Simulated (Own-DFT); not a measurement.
Simulation results for Al₃GaN₄ (wurtzite random alloy, strained, atoms displaced)

A calculation, not a measurement: plane-wave PBE density functional theory by an unreviewed code, no spin, of a simulated periodic cell, stress positive in tension, free energy of the whole cell less one offset for each atom, forces on such cells passed a denser k mesh, this cell's mesh not checked; offsets are fitted by least squares, one for each functional and potential file, so energies compare only between cells with the same atoms and settings and are not formation energies; the far tail of each file's local potential was reset to the Coulomb form; each entry is a single point on an unrelaxed cell, so the pressure reflects the starting lattice, mostly measured values, from which strain is counted, and rises with the displacements; printed positions are rounded, which can move forces by about a meV/angstrom; the program is a retired in-house code; no spin-orbit coupling. Program: Own-DFT development build.

Entry: Al₃GaN₄ (wurtzite random alloy, strained, atoms displaced)

```
Al3GaN4
1.0
      9.3233     0.0000     0.0000
     -4.6616     8.0742     0.0000
      0.0000     0.0000    10.0655
Ga N Al N Al Ga N Al Ga N Al Ga N Al N Al N Al N Al N Al N Ga Al N Ga Al N Al N Al Ga N Al Ga N Al N Al N Al N
2 2 2 2 1 1 2 1 1 2 1 1 2 2 2 2 2 2 2 2 2 2 2 1 1 2 1 1 2 2 2 1 1 2 1 1 2 2 2 2 2 2 2
Direct
  0.12246 0.22816 0.00283
  0.23050 0.12170 0.26262
  0.11979 0.22438 0.18417
  0.22049 0.11538 0.44562
  0.11320 0.22094 0.50364
  0.22423 0.11128 0.75139
  0.11435 0.23175 0.69243
  0.23286 0.10430 0.93292
  0.09947 0.55233 0.99769
  0.22170 0.44134 0.24902
  0.11656 0.55274 0.19020
  0.22990 0.45037 0.44556
  0.10761 0.55960 0.49815
  0.23413 0.44304 0.75443
  0.11358 0.56573 0.69226
  0.22336 0.45632 0.94281
  0.09471 0.87674 0.00437
  0.21984 0.77345 0.25864
  0.11535 0.90294 0.18613
  0.22023 0.77954 0.44015
  0.12172 0.88796 0.49437
  0.21428 0.77240 0.75036
  0.10490 0.88863 0.69075
  0.21424 0.78237 0.93688
  0.44429 0.21975 0.00452
  0.56507 0.11765 0.24293
  0.44189 0.22335 0.19478
  0.55520 0.11375 0.44875
  0.44287 0.22792 0.49691
  0.55572 0.10800 0.75651
  0.44231 0.21776 0.69375
  0.55289 0.10707 0.93928
  0.44646 0.56165 0.99931
  0.54859 0.42793 0.25265
  0.44753 0.56017 0.19068
  0.55868 0.44942 0.44640
  0.44852 0.56459 0.50439
  0.55829 0.44912 0.74710
  0.45124 0.55415 0.69151
  0.54908 0.43241 0.94480
  0.45651 0.89397 0.99496
  0.55202 0.77169 0.25007
  0.44274 0.88640 0.20283
  0.56361 0.77985 0.44051
  0.44843 0.88929 0.50512
  0.56616 0.78250 0.74333
  0.44483 0.88254 0.69024
  0.55757 0.78060 0.93231
  0.76780 0.22786 0.01090
  0.87330 0.10363 0.24125
  0.77233 0.22567 0.18601
  0.89535 0.12139 0.44002
  0.77188 0.22363 0.49852
  0.89266 0.11404 0.75356
  0.78130 0.23668 0.69056
  0.87990 0.10511 0.94043
  0.77650 0.55669 0.00410
  0.89056 0.43435 0.25256
  0.77639 0.56215 0.18415
  0.88761 0.44690 0.44378
  0.76988 0.55037 0.50321
  0.88860 0.44715 0.74157
  0.77640 0.54991 0.69842
  0.89162 0.43630 0.94588
  0.77859 0.89400 0.00287
  0.88875 0.78229 0.25408
  0.78321 0.89417 0.18749
  0.88898 0.77386 0.43668
  0.78007 0.88441 0.50022
  0.89209 0.77922 0.74794
  0.78543 0.89309 0.69982
  0.88008 0.78260 0.94263
```

```
functional                        : PBE
potential files                   : PseudoDojo norm-conserving, scalar-relativistic, standard set with the stringent files for Ga
wave cutoff                       : 96 hartree
occupations                       : Gaussian
smearing width                    : 0.01 eV
k mesh                            : 4 x 4 x 3 centred on Gamma
free energy of cell above offsets : -22.310 eV
pressure                          : 9.49 GPa
stress xx                         : -9.03 GPa
stress yy                         : -11.52 GPa
stress zz                         : -7.92 GPa
stress yz                         : -1 GPa
stress xz                         : 0.29 GPa
stress xy                         : -0.57 GPa
```

Force:
```tsv
element	x (eV/Å)	y (eV/Å)	z (eV/Å)
Ga	-0.27	-0.964	-2.054
Ga	-1.278	-1.647	-1.657
N	-2.074	-0.942	1.982
N	1.003	-0.717	1.011
Al	-1.33	1.43	0.307
Al	-0.226	-0.165	-0.336
N	1.303	-2.051	-0.945
N	-1.55	-0.076	1.424
Al	1.917	1.762	0.469
Ga	0.803	0.386	0.95
N	-1.684	0.254	-0.842
N	-0.785	-0.316	0.206
Al	1.233	-0.696	1.165
Ga	-2.061	1.48	0.166
N	0.02	-1.87	-1.38
N	0.843	-0.171	0.361
Al	1.144	2.019	-0.878
Ga	-0.76	0.703	-2.462
N	-0.318	-1.802	1.432
N	1.092	-0.858	1.267
Al	-2.956	0.775	1.757
Al	0.37	1.949	0.652
N	1.254	0.313	-1.306
N	0.66	-1.254	0.599
Al	-0.629	-0.745	-0.729
Al	-2.53	-2.214	2.318
N	2.364	-0.95	-1.078
N	-0.54	0.745	-2.252
Al	0.794	-0.594	2.013
Al	-0.148	0.649	-1.658
N	0.254	0.782	-1.01
N	0.114	2.322	0.872
Al	0.391	-0.537	0.213
Al	-0.061	4.475	0.054
N	1.235	-0.977	-0.445
N	-0.947	-0.767	-1.171
Al	0.078	-0.957	-0.396
Al	0.609	-2.218	1.595
N	0.281	1.775	-0.783
N	-0.08	1.993	-0.704
Ga	-2.368	-2.11	1.447
Al	0.468	1.024	0.361
N	1.307	1.34	-1.295
N	0.067	-0.256	-0.155
Ga	-0.181	0.128	-0.769
Al	-0.905	-0.679	1.071
N	-0.382	0.559	1.529
N	1.322	-0.861	0.372
Al	1.847	-0.955	-3.74
Al	2.248	1.812	1.487
N	1.218	-1.626	0.98
N	-0.65	-1.289	-0.717
Al	1.355	0.11	1.304
Ga	-0.901	1.202	-0.002
N	-0.267	-2.529	-0.684
N	-0.255	1.685	1.777
Al	-0.117	-0.284	-1.469
Ga	-0.889	3.201	0.164
N	0.193	-0.862	1.986
N	-0.222	-0.282	0.11
Al	1.294	1.124	0.251
Al	1.488	0.269	2.146
N	-0.849	1.763	-1.498
N	-2.692	0.737	-1.228
Al	-0.378	-0.619	-0.743
Al	0.719	-0.283	-1.264
N	-1.231	-1.384	0.492
N	0.267	0.245	1.193
Al	0.369	1.63	0.382
Al	-0.348	-0.503	1.235
N	-0.125	-1.163	-2.739
N	1.061	-1.472	-0.711
```
